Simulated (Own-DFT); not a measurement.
Simulation results for GaP (zincblende, strongly disordered by large displacements)

Computed with Own-DFT development build. A calculation, not a measurement: plane-wave PBE density functional theory by an unreviewed code, no spin, of a simulated periodic cell, stress positive in tension, free energy of the whole cell less one offset for each atom, forces on such cells passed a denser k mesh, this cell's mesh not checked; broken bonds can close the gap or carry spin, so checks made on this kind of crystal may not hold here; offsets are fitted by least squares, one for each functional and potential file, so energies compare only between cells with the same atoms and settings and are not formation energies; the far tail of each file's local potential was reset to the Coulomb form; each entry is a single point on an unrelaxed cell, so the pressure reflects the starting lattice, mostly measured values (interpolated for alloys), from which strain is counted, and rises with the displacements; printed positions are rounded, which can move forces by about a meV/angstrom; the program, named Own-DFT, is a retired in-house code; no spin-orbit coupling.

Common to all runs: functional PBE; potential files PseudoDojo norm-conserving, scalar-relativistic, standard set; wave cutoff 42 hartree; occupations Fermi-Dirac; smearing width 0.1 eV; hardware one NVIDIA H100; k mesh 3 x 3 x 3 centred on Gamma.

(1) GaP (zincblende, strongly disordered by large displacements)

```
GaP
1.0
     10.9010     0.0000     0.0000
      0.0000    10.9010     0.0000
      0.0000     0.0000    10.9010
Ga P Ga P Ga P Ga P Ga P Ga P Ga P Ga P
4 4 4 4 4 4 4 4 4 4 4 4 4 4 4 4
Direct
  0.96157 0.98897 0.98087
  0.00344 0.27535 0.27117
  0.26728 0.03289 0.24196
  0.24269 0.30528 0.02791
  0.15255 0.14052 0.12425
  0.13312 0.42203 0.39484
  0.38440 0.07475 0.36674
  0.40070 0.40746 0.11644
  0.02385 0.03988 0.47522
  0.93537 0.25227 0.76989
  0.21850 0.02474 0.75604
  0.24181 0.29563 0.45748
  0.13544 0.11502 0.62516
  0.08275 0.34855 0.85336
  0.36783 0.11584 0.86339
  0.41121 0.38660 0.64093
  0.00107 0.52034 0.98028
  0.00548 0.75639 0.28557
  0.26838 0.56221 0.23679
  0.30913 0.80761 0.99755
  0.14850 0.66613 0.12235
  0.17839 0.83053 0.38991
  0.35783 0.66517 0.37275
  0.41603 0.85253 0.11837
  0.03679 0.47841 0.51968
  0.97539 0.75417 0.76650
  0.24800 0.51281 0.74835
  0.20727 0.67104 0.50747
  0.10452 0.54232 0.65805
  0.12007 0.87981 0.88820
  0.38189 0.65961 0.89461
  0.36805 0.97462 0.63466
  0.47701 0.04208 0.01029
  0.52159 0.18898 0.26532
  0.68826 0.96077 0.21512
  0.77593 0.27775 0.97313
  0.59597 0.08954 0.11817
  0.57855 0.40093 0.34067
  0.86898 0.11743 0.39244
  0.86454 0.41205 0.13227
  0.57077 0.99856 0.47608
  0.48847 0.26681 0.74770
  0.75593 0.05504 0.73816
  0.74288 0.23525 0.47370
  0.64621 0.19523 0.60945
  0.59844 0.37797 0.85461
  0.83856 0.11134 0.87250
  0.89528 0.37633 0.63296
  0.46301 0.52111 0.99037
  0.52296 0.70769 0.22965
  0.72875 0.48137 0.26051
  0.75718 0.72990 0.99617
  0.64142 0.63406 0.12709
  0.63766 0.88360 0.35486
  0.89252 0.63958 0.32113
  0.86936 0.89486 0.12670
  0.45601 0.43809 0.48801
  0.47639 0.76132 0.76698
  0.72140 0.54750 0.78360
  0.76065 0.78055 0.52026
  0.66101 0.63365 0.61620
  0.61143 0.91538 0.85488
  0.88292 0.58247 0.87886
  0.84518 0.85091 0.64801
```

| Item | Value |
| --- | --- |
| free energy of cell above offsets | 42.114 eV |
| pressure | 20.57 GPa |
| stress xx | -20.6 GPa |
| stress yy | -13.08 GPa |
| stress zz | -28.02 GPa |
| stress yz | 1.72 GPa |
| stress xz | -4.17 GPa |
| stress xy | -0.96 GPa |
| wall time | 592.7 s |

Force:
```csv
element,x (eV/Å),y (eV/Å),z (eV/Å)
Ga,2.126,0.452,0.099
Ga,-0.246,-0.567,-0.704
Ga,-3.4,-3.578,-3.951
Ga,-0.67,-0.545,-1.598
P,-2.911,0.687,-0.722
P,2.389,0.09,-13
P,3.879,2.965,6.513
P,-2.644,-3.519,5.065
Ga,1.925,-2.635,0.872
Ga,1.271,-1.833,-0.519
Ga,0.334,-3.562,5.287
Ga,5.022,-6.511,3.327
P,-2.85,5.141,-4.05
P,3.83,2.208,2.999
P,-0.231,2.648,-0.508
P,-7.903,1.702,5.666
Ga,9.148,-4.637,8.243
Ga,8.086,8.217,-3.695
Ga,-0.292,-3.608,-1.335
Ga,-9.852,-2.193,-6.182
P,-2.404,0.496,-2.386
P,-0.959,3.044,-0.996
P,3.629,0.34,1.484
P,5.631,5.295,8.034
Ga,-11.96,-0.734,-1.662
Ga,1.339,-1.163,0.841
Ga,8.259,-2.141,5.32
Ga,-0.756,-0.318,2.602
P,-2.705,8.666,5.683
P,0.187,-0.087,-0.63
P,-3.569,-1.806,-2.687
P,2.837,-2.066,-1.472
Ga,-6.605,-5.205,-7.051
Ga,-0.756,3.047,1.639
Ga,6.596,2.655,-7.459
Ga,-1.708,1.53,1.531
P,8.478,6.913,2.704
P,-1.031,-3.723,0.405
P,0.317,-0.236,-4.202
P,2.183,-2.376,-1.13
Ga,-3.687,4.717,5.238
Ga,0.741,-7.403,2.124
Ga,-6.847,-5.755,-9.803
Ga,3.974,5.326,-5.708
P,-5.71,-4.362,7.334
P,3.213,2.995,3.647
P,5.42,2.931,9.302
P,-3.184,1.63,-2.587
Ga,4.929,0.089,-1.812
Ga,-5.715,4.316,5.897
Ga,2.376,3.046,-0.725
Ga,1.229,2.563,-1.199
P,4.217,-5.401,-4.465
P,-0.953,-10.55,6.77
P,-8.977,-9.104,4.56
P,-0.353,-2.147,1.3
Ga,2.382,5.115,-8.847
Ga,3.23,3.05,-3.84
Ga,-2.046,-2.069,-1.491
Ga,-4.417,-4.47,-9.679
P,-3.271,-0.76,-0.801
P,0.072,-0.897,0.374
P,-6.046,6.833,-5.449
P,5.411,7.259,7.484
```

(2) GaP (zincblende, strongly disordered by large displacements)

```
GaP
1.0
     10.9010     0.0000     0.0000
      0.0000    10.9010     0.0000
      0.0000     0.0000    10.9010
Ga P Ga P Ga P Ga P Ga P Ga P Ga P Ga P
4 4 4 4 4 4 4 4 4 4 4 4 4 4 4 4
Direct
  0.02467 0.00679 0.01848
  0.01113 0.27528 0.19873
  0.22400 0.97115 0.23571
  0.27892 0.23947 0.94392
  0.10930 0.13039 0.12527
  0.10043 0.36016 0.36950
  0.33990 0.12759 0.39262
  0.46014 0.40448 0.14097
  0.02723 0.98355 0.45130
  0.01272 0.19065 0.75993
  0.24134 0.97697 0.75173
  0.27970 0.24947 0.51414
  0.09594 0.07377 0.59617
  0.10437 0.36289 0.90357
  0.39290 0.09883 0.91117
  0.39367 0.36571 0.59985
  0.95999 0.44888 0.99541
  0.98192 0.75910 0.23276
  0.28537 0.50173 0.25852
  0.29820 0.73691 0.01088
  0.13786 0.63337 0.05524
  0.11748 0.86538 0.34870
  0.36168 0.62551 0.42621
  0.36732 0.90608 0.03217
  0.03413 0.47727 0.49495
  0.99642 0.74126 0.75961
  0.26953 0.47393 0.72630
  0.24712 0.74116 0.52422
  0.10400 0.59755 0.61250
  0.14719 0.87183 0.88051
  0.37945 0.63713 0.83679
  0.38742 0.93937 0.64639
  0.53243 0.95071 0.09093
  0.53870 0.27386 0.24401
  0.71871 0.97899 0.22739
  0.73523 0.23352 0.01441
  0.60775 0.10329 0.15664
  0.62963 0.38844 0.35392
  0.94924 0.09427 0.32883
  0.86887 0.32637 0.09807
  0.51510 0.01446 0.52290
  0.47700 0.22744 0.71640
  0.73633 0.98885 0.76572
  0.72155 0.25666 0.53880
  0.67129 0.14634 0.69633
  0.66494 0.40006 0.86529
  0.87963 0.14756 0.90331
  0.86833 0.41522 0.59808
  0.51661 0.51382 0.95317
  0.48567 0.72562 0.24030
  0.74001 0.52976 0.27732
  0.74888 0.82298 0.94267
  0.61766 0.64527 0.11506
  0.60699 0.90083 0.41112
  0.83060 0.68657 0.30976
  0.86283 0.89608 0.14862
  0.53274 0.50913 0.45291
  0.54545 0.74083 0.72716
  0.79792 0.46509 0.76057
  0.78030 0.74145 0.53000
  0.58029 0.60966 0.60294
  0.58686 0.87699 0.86608
  0.89267 0.61951 0.84945
  0.87791 0.83422 0.65395
```

| Quantity | Value |
| --- | --- |
| free energy of cell above offsets | 30.853 eV |
| pressure | 17.4 GPa |
| stress xx | -17.88 GPa |
| stress yy | -18.92 GPa |
| stress zz | -15.4 GPa |
| stress yz | -3.73 GPa |
| stress xz | 0.4 GPa |
| stress xy | 0.16 GPa |
| wall time | 635.2 s |

Force:
```csv
element,x (eV/Å),y (eV/Å),z (eV/Å)
Ga,-3.244,-3.188,-3.401
Ga,2.143,0.251,5.146
Ga,3.225,3.569,-2.697
Ga,-3.503,3.475,1.744
P,6.042,0.146,1.397
P,3.469,-2.038,-3.152
P,3.282,-3.805,-4.343
P,-3.703,3.693,-3.388
Ga,-3.024,-0.908,3.165
Ga,0.849,1.269,-1.145
Ga,-2.358,3.307,0.297
Ga,-6.021,-0.523,-0.004
P,3.027,3.716,5.279
P,4.459,-2.029,-3.947
P,2.66,-2.316,-2.275
P,2.361,3.912,0.995
Ga,0.252,6.184,-1.917
Ga,5.28,-0.68,-2.517
Ga,-1.245,-0.054,-0.71
Ga,-0.718,-3.647,-1.379
P,-2.454,-1.545,2.782
P,2.269,-7.464,0.766
P,2.238,-1.982,-4.241
P,-4.303,3.372,0.816
Ga,-3.463,-0.372,-0.968
Ga,6.817,0.726,0.602
Ga,-1.651,1.397,1.409
Ga,-2.253,2.967,1.329
P,3.414,4.185,4.071
P,-2.894,-2.097,2.006
P,0.231,-0.87,-0.061
P,1.899,-4.15,-1.119
Ga,2.233,-3.457,-0.236
Ga,-2.409,-6.05,0.103
Ga,0.71,-1.73,6.254
Ga,-5.565,-1.714,-2.348
P,-0.15,8.188,-1.541
P,4.43,-2.666,3.06
P,-3.842,3.347,-3.361
P,-3.153,3.148,3.704
Ga,-1.416,4.437,0.405
Ga,0.484,-1.467,2.75
Ga,3.319,-3.67,1.332
Ga,1.63,1.717,-1.996
P,-2.474,3.279,-1.879
P,-4.627,-3.676,3.263
P,-0.441,-3.532,-0.894
P,0.535,-2.864,-3.617
Ga,-0.271,0.637,0.879
Ga,-1.369,1.262,1.986
Ga,-0.481,-1.972,-3.221
Ga,4.727,-2.941,3.457
P,1.443,-0.964,-1.255
P,3.517,-3.935,-3.601
P,-1.788,1.355,4.67
P,3.362,-0.481,-5.173
Ga,-3.89,1.168,0.484
Ga,-2.641,1.868,1.391
Ga,1.532,2.915,-0.156
Ga,-3.885,-2.811,-4.327
P,4.367,-0.314,0.643
P,-2.97,2.388,-0.522
P,-3.057,-2.402,5.13
P,-0.937,6.436,0.077
```

(3) GaP (zincblende, strongly disordered by large displacements)

```
GaP
1.0
     10.9010     0.0000     0.0000
      0.0000    10.9010     0.0000
      0.0000     0.0000    10.9010
Ga P Ga P Ga P Ga P Ga P Ga P Ga P Ga P
4 4 4 4 4 4 4 4 4 4 4 4 4 4 4 4
Direct
  0.01467 0.00489 0.00477
  0.00195 0.24393 0.23547
  0.25676 0.99428 0.24537
  0.24353 0.24371 0.00047
  0.14496 0.12336 0.10025
  0.11732 0.39344 0.37889
  0.38647 0.09603 0.37283
  0.37148 0.36191 0.09570
  0.01888 0.98796 0.50401
  0.00823 0.26745 0.74689
  0.26822 0.02048 0.75776
  0.23596 0.23552 0.48998
  0.12227 0.12840 0.60805
  0.13530 0.35991 0.87848
  0.37266 0.12908 0.85510
  0.33709 0.34506 0.59584
  0.02353 0.50033 0.00596
  0.98107 0.77641 0.26457
  0.26288 0.52413 0.21673
  0.24852 0.73844 0.00224
  0.15278 0.61654 0.11231
  0.13776 0.83924 0.37391
  0.40958 0.61481 0.37871
  0.38944 0.88050 0.11883
  0.00711 0.46030 0.50116
  0.99119 0.75902 0.71461
  0.25005 0.50906 0.71869
  0.25711 0.73313 0.47967
  0.12165 0.62047 0.63708
  0.13998 0.86505 0.85856
  0.38069 0.64556 0.89872
  0.38159 0.86461 0.60471
  0.52747 0.99345 0.98472
  0.48233 0.29023 0.27439
  0.74214 0.98373 0.25825
  0.74727 0.27170 0.99787
  0.64656 0.12562 0.14132
  0.60678 0.41587 0.36942
  0.87400 0.14274 0.37146
  0.85901 0.37187 0.11723
  0.46973 0.01071 0.53411
  0.50663 0.27384 0.74339
  0.75188 0.00136 0.73989
  0.74733 0.26761 0.48787
  0.61503 0.14123 0.61897
  0.62486 0.39077 0.86212
  0.86486 0.10646 0.85407
  0.88970 0.39485 0.62129
  0.49068 0.48330 0.01303
  0.48738 0.78588 0.22952
  0.73141 0.50797 0.24081
  0.75214 0.74322 0.00674
  0.62211 0.61543 0.10765
  0.62257 0.83973 0.38848
  0.85649 0.61346 0.38894
  0.89555 0.86623 0.11234
  0.48381 0.51265 0.51654
  0.52621 0.74004 0.75674
  0.75432 0.51715 0.73839
  0.75418 0.74078 0.50331
  0.62302 0.62205 0.61482
  0.61840 0.88238 0.88004
  0.85184 0.60764 0.86741
  0.85681 0.87712 0.64774
```

| Item | Value |
| --- | --- |
| free energy of cell above offsets | -4.600 eV |
| pressure | 9.49 GPa |
| stress xx | -9.85 GPa |
| stress yy | -8.9 GPa |
| stress zz | -9.73 GPa |
| stress yz | 0.12 GPa |
| stress xz | -1.6 GPa |
| stress xy | -0.33 GPa |
| wall time | 546.5 s |

Force:
```csv
element,x (eV/Å),y (eV/Å),z (eV/Å)
Ga,-1.08,-1.407,-3.032
Ga,0.063,0.882,0.152
Ga,-0.463,-0.465,-0.184
Ga,2.686,0.787,-3.46
P,-2.439,-2.23,5.123
P,5.028,-3.622,-6.501
P,-0.883,3.277,-1.016
P,-0.761,-0.908,4.338
Ga,-1.776,-0.347,-0.873
Ga,-1.283,-2.083,-0.276
Ga,-4.321,-5.009,-4.343
Ga,-1.52,-2.075,-5.304
P,-0.401,-0.853,3.183
P,-0.44,2.517,-0.999
P,4.8,3.793,4.492
P,5.292,5.253,4.545
Ga,-2.337,-1.306,-1.275
Ga,-0.368,-3.08,0.882
Ga,4.55,-4.584,5.575
Ga,0.051,4.305,-1.049
P,-6.565,3.072,-0.683
P,-1.501,4.059,-1.333
P,-3.798,3.243,-4.767
P,-5.139,3.766,-5.095
Ga,-0.605,6.358,0.417
Ga,1.8,-1.827,3.713
Ga,2.562,-2.482,3.371
Ga,1.937,-2.163,2.466
P,-1.873,1.613,-3.82
P,-0.879,0.99,0.548
P,2.635,-3.268,-3.543
P,-2.21,-3.234,3.58
Ga,-4.068,5.817,4.742
Ga,-0.593,-2.965,-1.46
Ga,0.825,-0.35,0.876
Ga,-1.48,-3.344,-2.353
P,-1.931,0.911,-1.573
P,0.954,-1.74,2.192
P,0.442,-2.421,0.06
P,3.333,2.353,2.147
Ga,3.409,2.048,-1.594
Ga,-1.769,-1.029,-0.476
Ga,-4.653,1.699,0.877
Ga,-0.343,0.412,0.268
P,1.148,-0.605,-0.118
P,-0.045,0.105,0.7
P,2.928,3.654,3.101
P,-5.011,-3.234,3.775
Ga,2.08,2.877,-3.258
Ga,5.542,-5.896,5.522
Ga,1.956,0.358,-0.166
Ga,0.113,0.218,-1.386
P,-1.215,1.605,1.057
P,-0.791,3.237,-1.732
P,2.672,-0.704,-1.77
P,-1.719,1.131,-0.296
Ga,0.245,-3.681,2.223
Ga,-2.077,0.519,0.141
Ga,-1.972,-2.688,-2.321
Ga,0.294,0.84,0.964
P,0.259,0.137,1.444
P,5.092,-4.406,-4.305
P,4.603,3.474,3.307
P,1.008,-1.3,-5.417
```

(4) GaP (zincblende, strongly disordered by large displacements)

```
GaP
1.0
     10.9010     0.0000     0.0000
      0.0000    10.9010     0.0000
      0.0000     0.0000    10.9010
Ga P Ga P Ga P Ga P Ga P Ga P Ga P Ga P
4 4 4 4 4 4 4 4 4 4 4 4 4 4 4 4
Direct
  0.00679 0.99440 0.02152
  0.00316 0.25000 0.25412
  0.25785 0.00685 0.25781
  0.25313 0.27801 0.96920
  0.18082 0.09268 0.11946
  0.13559 0.35805 0.39606
  0.38310 0.12323 0.37804
  0.39233 0.37142 0.11138
  0.02125 0.01508 0.53262
  0.01072 0.25927 0.77905
  0.28382 0.99651 0.76723
  0.26451 0.27756 0.49271
  0.10122 0.14371 0.63009
  0.10623 0.39309 0.84784
  0.34883 0.11725 0.88581
  0.36938 0.35418 0.62874
  0.00205 0.49093 0.95928
  0.00634 0.78193 0.24991
  0.24430 0.48219 0.25273
  0.19708 0.74808 0.99443
  0.12280 0.61426 0.08937
  0.12703 0.84383 0.38968
  0.40005 0.62986 0.40372
  0.36458 0.85751 0.13629
  0.00641 0.53168 0.51134
  0.00957 0.74097 0.76334
  0.23113 0.49865 0.73934
  0.24441 0.72836 0.51885
  0.11823 0.67065 0.63369
  0.13038 0.86771 0.85488
  0.34567 0.60896 0.90439
  0.36420 0.86181 0.59993
  0.49820 0.96344 0.99555
  0.44861 0.24430 0.26188
  0.75520 0.01082 0.21777
  0.76999 0.24687 0.03993
  0.63041 0.15208 0.13179
  0.61989 0.39845 0.34124
  0.85186 0.14944 0.35774
  0.85109 0.39001 0.11325
  0.48583 0.00605 0.47385
  0.45251 0.24770 0.75449
  0.73542 0.97360 0.73006
  0.74800 0.28130 0.50728
  0.60574 0.09986 0.61645
  0.61967 0.35252 0.86537
  0.87348 0.15836 0.89498
  0.84435 0.38033 0.66025
  0.50937 0.48907 0.04139
  0.46179 0.73568 0.24373
  0.77321 0.50486 0.24842
  0.77485 0.72912 0.97997
  0.63268 0.63502 0.11756
  0.62425 0.88330 0.38946
  0.86827 0.62381 0.37062
  0.87537 0.87646 0.11488
  0.50585 0.50183 0.48500
  0.51850 0.73291 0.77352
  0.73255 0.49017 0.74900
  0.75176 0.72054 0.46813
  0.63071 0.60710 0.63691
  0.63775 0.86265 0.89977
  0.87530 0.60063 0.88221
  0.88181 0.85930 0.63042
```

| Property | Result |
| --- | --- |
| free energy of cell above offsets | 5.986 eV |
| pressure | 12.15 GPa |
| stress xx | -11.26 GPa |
| stress yy | -13.35 GPa |
| stress zz | -11.85 GPa |
| stress yz | 0.14 GPa |
| stress xz | -0.45 GPa |
| stress xy | 0.58 GPa |
| wall time | 604.5 s |

Force:
```csv
element,x (eV/Å),y (eV/Å),z (eV/Å)
Ga,1.401,1.966,-2.395
Ga,0.194,-0.174,-0.74
Ga,1.602,-4.273,4.49
Ga,-0.686,0.188,1.53
P,-4.69,4.581,-4.626
P,-5.208,4.196,-3.872
P,-5.514,0.011,1.606
P,-5.688,-3.444,2.649
Ga,-3.92,-4.957,-3.882
Ga,-4.848,-4.948,-3.545
Ga,-3.103,-4.193,-5.461
Ga,1.421,-5.452,1.46
P,4.579,3.669,2.726
P,6.169,-0.097,0.837
P,3.508,2.298,3.121
P,-0.075,5.826,-1.097
Ga,-0.967,0.399,7.175
Ga,-1.428,-2.434,-1.478
Ga,0.585,0.89,-0.531
Ga,4.884,3.181,-1.53
P,-3.075,-4.251,5.727
P,1.209,3.478,0.647
P,-4.892,1.623,-1.959
P,-2.223,2.223,-2.637
Ga,-0.746,-1.532,0.396
Ga,-5.211,1.32,2.544
Ga,2.56,2.187,-1.052
Ga,3.633,1.013,-4.584
P,-0.732,-6.767,0.028
P,-0.396,3.334,1.091
P,1.731,0.157,-1.311
P,2.498,2.716,2.698
Ga,-1.234,2.518,2.27
Ga,4.901,3.744,-4.039
Ga,-1.207,-0.196,2.261
Ga,-2.411,-2.235,-3.723
P,-3.969,-2.749,0.637
P,-0.828,-1.933,1.779
P,1.166,-1.136,1.435
P,6.257,3.211,0.758
Ga,2.622,-3.938,3.913
Ga,4.693,-3.117,2.76
Ga,-0.022,0.679,0.788
Ga,-1.373,-1.376,-1.326
P,0.209,2.29,0.849
P,-1.073,0.238,1.608
P,0.895,-3.525,-0.754
P,6.321,-3.359,-3.839
Ga,3.922,3.515,-4.851
Ga,4.21,-0.832,1.164
Ga,-2.589,0.824,-0.552
Ga,-1.717,1.936,2.933
P,0.152,0.093,1.505
P,1.181,-1.431,-2.803
P,5.996,-1.462,-2.468
P,-0.555,-1.479,0.459
Ga,2.892,-3.203,3.079
Ga,-1.754,-0.567,-0.439
Ga,-2.372,1.856,4.693
Ga,-4.605,4.538,5.065
P,-1.749,2.698,-2.599
P,1.025,-0.076,-2.867
P,-1.443,1.692,-4.834
P,-0.113,0.048,-0.886
```
